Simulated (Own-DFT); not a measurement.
# Strain and stress in 4H SiC, 32 atoms (C16Si16)

All numbers below are calculated, not measured. The program, named Own-DFT, is a retired in-house plane-wave density functional code that no person has reviewed. Each row is one single-point run on a periodic cell that was not relaxed, without spin or spin-orbit coupling.

Settings of every run: PBE; PseudoDojo norm-conserving scalar-relativistic files; cutoff 42 hartree; 5 x 5 x 3 k mesh centred on Gamma; Fermi-Dirac smearing of 0.1 eV.

Known limits: forces on such cells passed a denser k mesh, each cell not checked; stress not checked against mesh or cutoff.

Unstrained cell vectors in Å: (6.165, 0.000, 0.000); (-3.083, 5.339, 0.000); (0.000, 0.000, 10.068). The unstrained cell has measured lattice constants (interpolated for alloys), not those of this functional. That, the random moves and any unrelaxed bonds set the pressure at no strain. Each run strains this cell uniformly, with the atoms carried along. Every atom was also moved at random, by a Gaussian of width 0.05 Å on each axis. Strain is the symmetric tensor, in per cent. Stress is positive in tension, and the pressure is minus a third of its trace.

| run | e_xx (%) | e_yy (%) | e_zz (%) | e_yz (%) | e_xz (%) | e_xy (%) | s_xx (GPa) | s_yy (GPa) | s_zz (GPa) | s_yz (GPa) | s_xz (GPa) | s_xy (GPa) | P (GPa) | E (meV/atom) |
|---|---|---|---|---|---|---|---|---|---|---|---|---|---|---|
| 1 | 1.05 | 1.33 | -0.30 | -0.83 | 0.03 | 1.65 | 0.78 | 4.35 | -8.46 | -1.94 | -0.91 | 7.86 | 1.11 | 14.0 |
| 2 | 0.18 | 1.09 | 1.57 | 1.78 | -1.46 | -0.22 | -4.93 | 3.66 | 2.81 | 4.82 | -6.60 | -1.24 | -0.51 | 15.6 |
| 3 | 1.76 | 0.50 | 0.56 | -0.45 | 1.48 | -1.22 | 5.00 | -0.44 | -1.74 | -1.14 | 4.05 | -5.75 | -0.94 | 7.9 |
| 4 | 1.11 | 0.01 | 1.32 | -1.87 | -0.54 | -1.64 | 1.53 | -5.42 | 2.87 | -7.61 | -1.35 | -6.29 | 0.34 | 19.1 |
| 5 | 1.06 | 1.12 | -0.41 | 0.59 | 1.17 | -1.45 | 2.29 | 2.11 | -6.86 | 1.87 | 3.67 | -5.30 | 0.82 | 3.5 |
| 6 | 1.61 | 1.60 | 0.76 | 0.56 | -1.11 | -1.65 | 2.62 | 5.15 | 2.23 | 1.25 | -3.06 | -7.27 | -3.33 | 0.0 |
| 7 | -0.96 | 0.96 | 0.13 | 0.19 | 0.85 | -1.31 | -8.98 | 0.19 | -6.40 | 0.83 | 2.59 | -8.12 | 5.06 | 11.5 |
| 8 | 1.27 | 1.76 | -0.68 | 1.85 | 1.05 | -0.62 | 1.27 | 3.13 | -4.79 | 5.82 | 3.08 | -4.26 | 0.13 | 37.9 |
| 9 | -1.59 | 0.28 | -0.07 | 0.39 | -0.10 | 0.22 | -11.95 | -3.86 | -7.84 | 0.54 | 0.46 | 2.26 | 7.89 | 4.1 |
| 10 | -1.22 | -1.45 | -0.15 | -1.05 | 1.87 | -0.06 | -17.64 | -14.10 | -7.87 | -3.56 | 8.10 | 2.68 | 13.20 | 55.6 |
| 11 | 1.59 | 1.45 | -1.87 | 0.61 | -0.51 | 1.79 | 2.63 | 4.38 | -17.21 | 2.63 | -1.86 | 8.59 | 3.40 | 32.9 |
| 12 | -0.64 | 0.58 | -1.12 | -1.64 | 0.71 | -0.32 | -7.93 | -1.44 | -16.14 | -5.44 | 0.61 | -0.82 | 8.51 | 27.1 |
| 13 | -0.35 | -1.10 | -0.44 | -1.33 | -1.54 | 1.17 | -7.67 | -13.24 | -9.66 | -4.98 | -3.60 | 6.41 | 10.19 | 40.3 |
| 14 | -0.27 | -1.14 | -0.15 | -0.93 | -1.73 | 1.57 | -5.63 | -9.14 | -10.72 | -2.15 | -6.75 | 7.14 | 8.50 | 15.6 |
| 15 | -1.47 | 0.44 | 0.33 | 0.73 | 0.47 | 1.85 | -15.64 | -3.34 | -3.35 | 2.10 | 2.27 | 8.38 | 7.44 | 22.6 |
| 16 | 1.30 | -1.80 | 1.62 | 0.89 | 0.72 | 0.32 | ? | ? | ? | ? | ? | ? | ? | ? |

E is the free energy for each atom above the lowest run shown.

## Worked fit

Each stress component was fitted by least squares to a constant and the strains of the runs shown, as fractions, with shears doubled. Shear strains stay in the fit of a normal stress only where such slopes are resolved. The slopes, in GPa:

```
stress,at no strain,per e_xx,per e_yy,per e_zz,scatter
s_xx,-5.7,551 ± 55,58 ± 64,2 ± 63,2.07
s_yy,-4.8,40 ± 38,576 ± 45,34 ± 44,1.45
s_zz,-6.6,73 ± 51,89 ± 61,649 ± 59,1.95
```

Each shear stress against twice its own strain: yz 162 ± 10, xz 170 ± 17, xy 229 ± 19 GPa. These are stiffnesses along x, y and z of the frame in which the cell vectors are given, which need not be the crystal's axes. The atoms are held to the strained lattice; where symmetry lets them move under strain, relaxing them would lower some slopes. The table should be nearly symmetric about its diagonal, and what it lacks of that shows the noise. A ninth of its sum, 230 ± 7 GPa, estimates the bulk modulus near the mean pressure of these runs, 4.1 GPa, so it lies above the value at zero pressure.

## Withheld run

Question: what normal stresses and pressure should run 16 give?

The fit gives s_xx = 0.4, s_yy = -14.1, s_zz = 3.2 and P = 3.5 GPa. The calculation gave 0.37, -13.96, 4.12 and P = 3.15 GPa.
